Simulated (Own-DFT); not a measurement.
# Response to strain: zincblende GaAs, 64 atoms (As32Ga32)

These are calculations, not measurements. They come from Own-DFT, an in-house plane-wave density functional program, since retired, whose code no person has reviewed. Each row is one single-point run on a periodic cell that was not relaxed, without spin or spin-orbit coupling.

Settings of every run: PBE; PseudoDojo norm-conserving scalar-relativistic files; cutoff 42 hartree; 3 x 3 x 3 k mesh centred on Gamma; Fermi-Dirac smearing of 0.1 eV.

Known limits: forces not confirmed at this smearing and k mesh; stress not checked against mesh or cutoff.

Unstrained cell vectors in Å: (11.307, 0.000, 0.000); (0.000, 11.307, 0.000); (0.000, 0.000, 11.307). The unstrained cell has measured lattice constants (interpolated for alloys), not those of this functional. That, the random moves and any unrelaxed bonds set the pressure at no strain. Each run strains this cell uniformly, with the atoms carried along. Every atom was also moved at random, by a Gaussian of width 0.05 Å on each axis. Strain is the symmetric tensor, in per cent. Stress is positive in tension, and the pressure is minus a third of its trace.

| run | e_xx (%) | e_yy (%) | e_zz (%) | e_yz (%) | e_xz (%) | e_xy (%) | s_xx (GPa) | s_yy (GPa) | s_zz (GPa) | s_yz (GPa) | s_xz (GPa) | s_xy (GPa) | P (GPa) | E (meV/atom) |
|---|---|---|---|---|---|---|---|---|---|---|---|---|---|---|
| 1 | -0.77 | -0.08 | 1.34 | -0.34 | -0.93 | -1.54 | -4.23 | -3.90 | -2.99 | -0.52 | -1.26 | -2.65 | 3.71 | 9.4 |
| 2 | 0.38 | 0.29 | 0.73 | -1.00 | 1.17 | -1.89 | -3.32 | -3.45 | -3.10 | -1.22 | 2.14 | -3.27 | 3.29 | 14.4 |
| 3 | -1.82 | -1.54 | -1.95 | 0.64 | -0.29 | -1.19 | -8.49 | -8.34 | -8.60 | 2.06 | -0.47 | -1.18 | 8.48 | 41.6 |
| 4 | 0.23 | 1.17 | -1.45 | -1.09 | -0.52 | 1.60 | -4.06 | -3.38 | -4.80 | -1.58 | -0.36 | 1.94 | 4.08 | 11.3 |
| 5 | 1.74 | 0.58 | -0.52 | 1.23 | 0.74 | -0.10 | -2.16 | -2.78 | -3.40 | 2.48 | 1.18 | -0.03 | 2.78 | 5.3 |
| 6 | -0.84 | 1.60 | 0.16 | -0.26 | -1.93 | 1.69 | -4.27 | -2.86 | -3.64 | -0.03 | -2.90 | 2.61 | 3.59 | 18.2 |
| 7 | -1.90 | 0.53 | 1.92 | -1.06 | -1.60 | 0.22 | -4.83 | -3.57 | -2.76 | -2.25 | -1.70 | 0.61 | 3.72 | 14.1 |
| 8 | 1.71 | -0.79 | 0.98 | 0.00 | -1.34 | -0.84 | -2.15 | -3.41 | -2.54 | 0.14 | -2.30 | -1.23 | 2.70 | 4.7 |
| 9 | -1.38 | 0.87 | 0.57 | 1.50 | 0.90 | 1.32 | -4.63 | -3.48 | -3.62 | 2.14 | 1.11 | 1.69 | 3.91 | 4.7 |
| 10 | -1.60 | -1.22 | 0.77 | -0.25 | 1.11 | -0.78 | -6.07 | -5.93 | -4.81 | -0.43 | 2.22 | -0.84 | 5.60 | 19.1 |
| 11 | 0.59 | -0.12 | 0.76 | -1.16 | -1.70 | 1.50 | -3.19 | -3.55 | -3.08 | -1.99 | -2.25 | 1.97 | 3.28 | 9.4 |
| 12 | -0.14 | 1.59 | -0.50 | -0.88 | -1.67 | 1.80 | -3.87 | -2.86 | -4.00 | -0.72 | -2.83 | 2.76 | 3.58 | 17.2 |
| 13 | 1.06 | -0.12 | 1.14 | 0.89 | 1.36 | -0.43 | -2.27 | -3.08 | -2.26 | 1.46 | 1.95 | -0.50 | 2.54 | 2.6 |
| 14 | 0.20 | 0.42 | 1.90 | 0.55 | -0.33 | 1.97 | -2.60 | -2.47 | -1.58 | 0.65 | -0.68 | 2.58 | 2.22 | 0.0 |
| 15 | -1.38 | 1.38 | -1.50 | 1.65 | 1.85 | -1.54 | ? | ? | ? | ? | ? | ? | ? | ? |

E is the free energy for each atom above the lowest run shown.

## Worked fit

Each stress component was fitted by least squares to a constant and the strains of the runs shown, as fractions, with shears doubled. Shear strains stay in the fit of a normal stress only where such slopes are resolved. The slopes, in GPa:

```
stress  at no strain  per e_xx  per e_yy  per e_zz  scatter
  s_xx          -4.2   112 ± 3    57 ± 4    64 ± 3     0.14
  s_yy          -4.2    59 ± 3   115 ± 4    60 ± 4     0.15
  s_zz          -4.2    58 ± 3    61 ± 4   118 ± 3     0.14
```

Each shear stress against twice its own strain: yz 84 ± 5, xz 82 ± 4, xy 73 ± 5 GPa. These are stiffnesses along x, y and z of the frame in which the cell vectors are given, which need not be the crystal's axes. The atoms are held to the strained lattice; where symmetry lets them move under strain, relaxing them would lower some slopes. The table should be nearly symmetric about its diagonal, and what it lacks of that shows the noise. A ninth of its sum, 78 ± 2 GPa, estimates the bulk modulus near the mean pressure of these runs, 3.8 GPa, so it lies above the value at zero pressure.

## Withheld run

Question: what normal stresses and pressure should run 15 give?

The fit gives s_xx = -5.9, s_yy = -4.3, s_zz = -5.9 and P = 5.4 GPa. The calculation gave -6.17, -4.49, -6.17 and P = 5.61 GPa.
